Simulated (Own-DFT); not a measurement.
# Biaxial strain at fixed height in wurtzite AlGaN with randomly placed atoms, 96 atoms (Al36Ga12N48)

No measurement is shown. These are fixed-geometry runs of a retired plane-wave code named Own-DFT, which no person has reviewed; spin and spin-orbit coupling are neglected.

Method: PBE; PseudoDojo norm-conserving scalar-relativistic files (stringent for Ga); cutoff 96 hartree; 3 x 4 x 3 k mesh centred on Gamma; Gaussian smearing of 0.01 eV.

Caveats: k mesh not checked against a denser one; stress not checked against mesh or cutoff.

Unstrained cell vectors in Å: (12.525, 0.000, 0.000); (-4.697, 8.135, 0.000); (0.000, 0.000, 10.066). The unstrained cell has measured lattice constants (interpolated for alloys), not those of this functional. That, the random moves and any unrelaxed bonds set the pressure at no strain. Each run strains x and y alike by e, as a substrate would, and holds the height along z. Random moves of width 0.05 Å per axis were added to every atom. The random placing of the alloy's atoms differs from row to row. Stress is positive in tension.

| e (%) | u (Å) | (s_xx + s_yy)/2 (GPa) | s_zz (GPa) |
|---|---|---|---|
| -2.25 | 0.047 | -21.00 | -9.14 |
| -1.75 | 0.052 | -17.99 | -9.06 |
| -1.00 | 0.050 | -12.67 | -8.85 |
| 1.00 | 0.049 | -0.79 | -4.71 |
| 1.25 | 0.049 | -0.22 | -2.74 |
| 1.50 | 0.050 | ? | ? |
| 1.75 | 0.051 | 3.11 | -4.14 |
| 2.00 | 0.051 | 3.85 | -4.61 |
| 2.25 | 0.051 | 5.00 | -4.51 |
| 2.75 | 0.048 | 7.14 | -1.96 |

## Worked fit

With e as a fraction, the in-plane stress is -6.6 + 583 e - 2952 e² GPa (errors 6 and 529, scatter 0.31), and s_zz is -6.5 + 140 e GPa (slope ± 20, scatter 1.07). At e = 0 the first slope is C11 + C12 and the second 2 C13, both with the ions held to the strained lattice and at the cell's own pressure. The term in e² is negative: the layer stiffens under compression and softens under tension. A free layer would change its height as e changes, and the in-plane slope would drop by 2 C13²/C33 to the biaxial modulus. At fixed height, a misfit of 1 % moves the in-plane stress by about 5.8 GPa and s_zz by 1.4 GPa.

## Prediction

Question: what are the two stresses at e = 1.50 %?

The fitted form gives 1.5 and -4.4 GPa. The hidden result is 1.93 and -5.37 GPa.
